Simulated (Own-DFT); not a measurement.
Al3GaN4 (wurtzite random alloy, strained, atoms displaced) (calculated)

All values are calculated (Own-DFT development build). A calculation, not a measurement: plane-wave PBE density functional theory by an unreviewed code, no spin, of a simulated periodic cell, stress positive in tension, free energy of the whole cell less one offset for each atom, forces on such cells passed a denser k mesh, this cell's mesh not checked; offsets are fitted by least squares, one for each functional and potential file, so energies compare only between cells with the same atoms and settings and are not formation energies; the far tail of each file's local potential was reset to the Coulomb form; each entry is a single point on an unrelaxed cell, so the pressure reflects the starting lattice, mostly measured values, from which strain is counted, and rises with the displacements; printed positions are rounded, which can move forces by about a meV/angstrom; the program is a retired in-house code; no spin-orbit coupling.

```yaml
- formula: Al3GaN4
  kind: "wurtzite random alloy, strained, atoms displaced"
  structure:
    cell_angstrom: [[9.5581, 0.0, 0.0], [-4.7791, 8.2776, 0.0], [0.0, 0.0, 10.0655]]
    atoms_fractional:
      - [Al, 0.10322, 0.22176, 0.99985]
      - [Al, 0.22028, 0.11497, 0.25931]
      - ["N", 0.1106, 0.22186, 0.18767]
      - ["N", 0.22634, 0.11368, 0.4367]
      - [Al, 0.1109, 0.21935, 0.49846]
      - [Ga, 0.23093, 0.11592, 0.74255]
      - ["N", 0.10821, 0.23033, 0.69126]
      - ["N", 0.22447, 0.1143, 0.94028]
      - [Al, 0.11423, 0.54974, 0.00395]
      - [Al, 0.21311, 0.43595, 0.24844]
      - ["N", 0.10903, 0.55515, 0.1966]
      - ["N", 0.22869, 0.45006, 0.43963]
      - [Ga, 0.11435, 0.55705, 0.49823]
      - [Al, 0.21755, 0.44909, 0.74698]
      - ["N", 0.10667, 0.55208, 0.69489]
      - ["N", 0.22886, 0.44753, 0.9305]
      - [Al, 0.10585, 0.87756, 0.99859]
      - [Al, 0.21372, 0.77141, 0.24811]
      - ["N", 0.11798, 0.89447, 0.19191]
      - ["N", 0.22817, 0.78091, 0.43646]
      - [Al, 0.12257, 0.8866, 0.4998]
      - [Al, 0.21824, 0.7796, 0.74506]
      - ["N", 0.1134, 0.89553, 0.69082]
      - ["N", 0.22079, 0.78233, 0.94304]
      - [Al, 0.45045, 0.21678, 0.00332]
      - [Al, 0.54607, 0.10472, 0.24476]
      - ["N", 0.45245, 0.2258, 0.18511]
      - ["N", 0.54946, 0.10081, 0.44634]
      - [Al, 0.44727, 0.22281, 0.50509]
      - [Ga, 0.56003, 0.10864, 0.75488]
      - ["N", 0.44364, 0.22267, 0.68879]
      - ["N", 0.54659, 0.11489, 0.93901]
      - [Al, 0.44727, 0.54777, 0.99488]
      - [Al, 0.55429, 0.44404, 0.25602]
      - ["N", 0.44881, 0.56005, 0.19705]
      - ["N", 0.55879, 0.43693, 0.44234]
      - [Al, 0.44724, 0.54453, 0.49577]
      - [Al, 0.56557, 0.44236, 0.75565]
      - ["N", 0.44124, 0.55754, 0.68781]
      - ["N", 0.54963, 0.44359, 0.94358]
      - [Al, 0.43315, 0.88753, 0.00584]
      - [Ga, 0.56003, 0.77559, 0.24393]
      - ["N", 0.44241, 0.8926, 0.19161]
      - ["N", 0.54797, 0.77643, 0.43788]
      - [Al, 0.44355, 0.88404, 0.50203]
      - [Ga, 0.54344, 0.76706, 0.7524]
      - ["N", 0.44986, 0.88648, 0.68665]
      - ["N", 0.551, 0.77179, 0.94122]
      - [Ga, 0.77704, 0.22891, 0.99631]
      - [Al, 0.88403, 0.11276, 0.2493]
      - ["N", 0.77198, 0.22247, 0.18157]
      - ["N", 0.88861, 0.11724, 0.44827]
      - [Al, 0.77536, 0.22862, 0.50512]
      - [Al, 0.8873, 0.1157, 0.74853]
      - ["N", 0.7775, 0.21886, 0.69575]
      - ["N", 0.89157, 0.11311, 0.94028]
      - [Ga, 0.7727, 0.55123, 0.00275]
      - [Al, 0.88086, 0.43322, 0.25021]
      - ["N", 0.78191, 0.56838, 0.18744]
      - ["N", 0.88893, 0.44521, 0.44519]
      - [Al, 0.78404, 0.56028, 0.49289]
      - [Al, 0.89441, 0.43788, 0.75253]
      - ["N", 0.76538, 0.55657, 0.69482]
      - ["N", 0.8808, 0.44367, 0.93209]
      - [Al, 0.78334, 0.89553, 0.99752]
      - [Al, 0.89279, 0.7904, 0.2462]
      - ["N", 0.78438, 0.89607, 0.19009]
      - ["N", 0.88997, 0.77914, 0.43585]
      - [Ga, 0.77481, 0.89195, 0.49473]
      - [Ga, 0.8893, 0.78268, 0.74453]
      - ["N", 0.77417, 0.88826, 0.69352]
      - ["N", 0.89194, 0.7802, 0.94471]
  settings:
    functional: PBE
    potential_files: "PseudoDojo norm-conserving, scalar-relativistic, standard set"
    "wave_cutoff [hartree]": 42.0
    occupations: Fermi-Dirac
    "smearing_width [eV]": 0.1
    k_mesh: "4 x 4 x 3 centred on Gamma"
  results:
    "free_energy_of_cell_above_offsets [eV]": "-18.255"
    "pressure [GPa]": -0.79
    "stress_xx [GPa]": 3.04
    "stress_yy [GPa]": 2.69
    "stress_zz [GPa]": -3.35
    "stress_yz [GPa]": -0.62
    "stress_xz [GPa]": 0.42
    "stress_xy [GPa]": 0.41
    force_element: [Al, Al, "N", "N", Al, Ga, "N", "N", Al, Al, "N", "N", Ga, Al, "N", "N", Al, Al, "N", "N", Al, Al, "N", "N", Al, Al, "N", "N", Al, Ga, "N", "N", Al, Al, "N", "N", Al, Al, "N", "N", Al, Ga, "N", "N", Al, Ga, "N", "N", Ga, Al, "N", "N", Al, Al, "N", "N", Ga, Al, "N", "N", Al, Al, "N", "N", Al, Al, "N", "N", Ga, Ga, "N", "N"]
    "force_x [eV/angstrom]": [2.241, 1.029, -0.62, -0.132, -0.339, -1.933, 0.102, -0.137, -0.585, 1.038, -0.162, 0.292, 0.267, 1.757, -0.338, -1.124, -0.527, 0.595, -0.599, -0.319, -1.836, 0.841, 1.141, 0.593, -3.479, 0.452, -0.951, 0.122, 0.421, -1.088, 1.587, 2.019, -1.544, 0.522, -0.467, -0.041, -0.839, -2.866, 0.518, 1.348, 1.417, -0.989, -0.45, 0.853, 0.401, 1.27, -2.412, -0.089, 0.094, 0.178, 0.348, -0.055, 0.122, 1.261, 0.15, -0.613, -0.318, -0.517, 0.355, -0.501, -0.866, -1.95, 3.213, 1.929, -0.439, 1.038, -0.045, 1.003, -0.13, -0.307, -0.315, -0.593]
    "force_y [eV/angstrom]": [0.086, -0.36, -0.102, -0.122, 0.8, 0.396, -0.481, -0.504, 0.766, 1.487, -1.189, -1.735, -0.048, -0.455, 1.273, -0.42, 2.432, 1.27, -0.206, -0.112, 0.555, 0.005, -1.279, -1.652, 1.271, 0.75, 0.031, 1.569, -0.689, -0.495, 1.198, -1.761, 1.268, 0.216, -2.724, 0.512, 1.635, -0.348, -2.408, -1.449, 0.038, 1.065, -0.919, -0.87, 0.204, 0.902, -0.054, 0.918, -1.162, 0.22, -0.404, 0.928, -1.299, -1.254, 1.264, -0.092, 0.996, 1.733, -1.333, -0.523, 0.013, 0.76, -0.127, 0.774, -1.021, -0.849, 0.656, 0.093, -0.698, -0.449, 1.312, 0.195]
    "force_z [eV/angstrom]": [-1.051, -3.034, 0.794, 2.073, 0.668, 2.011, -0.833, 0.768, -0.925, 0.491, -0.933, -0.481, 0.194, -0.506, -0.201, 2.206, 0.433, 0.08, 0.093, 0.468, -0.5, 0.916, -1.383, -0.696, -0.59, 1.329, 1.849, -0.862, -0.941, -1.267, -0.133, 0.978, 1.07, -1.402, -1.397, -0.208, 0.701, -0.213, -0.486, -0.708, -0.919, 0.726, -0.411, 0.378, -0.682, -0.17, 0.449, 1.821, -0.771, 0.294, 2.538, -1.689, -0.172, 0.023, -0.822, -0.355, -0.916, -0.006, 2.491, -0.985, 1.306, -1.123, -1.767, 1.298, -0.257, 0.046, -0.506, 0.269, 0.994, 0.953, -0.223, -0.183]
```
